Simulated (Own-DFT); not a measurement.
# Which defects push the lattice out? D0_22 TiAl3

Everything here is calculated. The program is Own-DFT (plane waves, in-house, since retired, never reviewed by a person); positions were held fixed, and spin and spin-orbit coupling were off.

All runs used: PBE; PseudoDojo norm-conserving scalar-relativistic files; cutoff 42 hartree; 4 x 4 x 4 k mesh centred on Gamma; cold (Marzari-Vanderbilt) smearing of 0.2 eV.

Caveats: forces on such cells failed a check on a denser k mesh; stress not checked against mesh or cutoff.

All runs share one cell, with vectors in Å (-2.365, -6.981, 4.326); (-7.667, 3.491, 1.442); (-2.950, -3.488, -7.241) and a volume of 625.4 Å³. u is the rms random offset of the atoms per axis. The defect's site can differ from row to row.

| cell | formula | u (Å) | P (GPa) |
|---|---|---|---|
| no defect | Al30Ti10 | 0.0193 | 1.96 |
| no defect | Al30Ti10 | 0.0202 | 1.99 |
| no defect | Al30Ti10 | 0.0543 | 2.89 |
| two Al vacancies | Al28Ti10 | 0.0292 | 1.19 |
| two Al vacancies | Al28Ti10 | 0.0465 | 1.59 |
| two Al vacancies | Al28Ti10 | 0.0515 | 1.80 |
| two Ti on an Al site each | Al28Ti12 | 0.0300 | 3.33 |
| two Ti on an Al site each | Al28Ti12 | 0.0333 | 3.16 |
| two Ti on an Al site each | Al28Ti12 | 0.0535 | 3.66 |
| two Al on a Ti site each | Al32Ti8 | 0.0280 | 2.85 |
| two Al on a Ti site each | Al32Ti8 | 0.0308 | 2.93 |
| two Al on a Ti site each | Al32Ti8 | 0.0484 | ? |
| two Al on a Ti site each | Al32Ti8 | 0.0488 | 3.28 |

## Analysis

P = P0 + c u² + a shift for each defect gives P0 = 1.90 GPa, c = 304 ± 29 GPa/Å² and a scatter of 0.09 GPa. The shifts, and each times the cell's volume:

- two Ti on an Al site each: 0.99 ± 0.08 GPa, 3.9 eV (1.9 eV for each of its 2 sites)
- two Al on a Ti site each: 0.70 ± 0.08 GPa, 2.7 eV (1.4 eV for each of its 2 sites)
- two Al vacancies: -0.95 ± 0.08 GPa, -3.7 eV (-1.8 eV for each of its 2 sites)

A positive shift means that the defect pushes the cell outwards. Shift times volume (160.2 GPa Å³ is 1 eV) depends little on the cell's size, so, taken for each site, it can be compared between cells at like pressure. The atoms around the defects weren't relaxed, which would change these numbers.

## The run left out

The question: what pressure belongs in the blank (two Al on a Ti site each, u = 0.0484 Å)?

The fit gives 3.31 ± 0.11 GPa. The run itself gave 3.37 GPa.
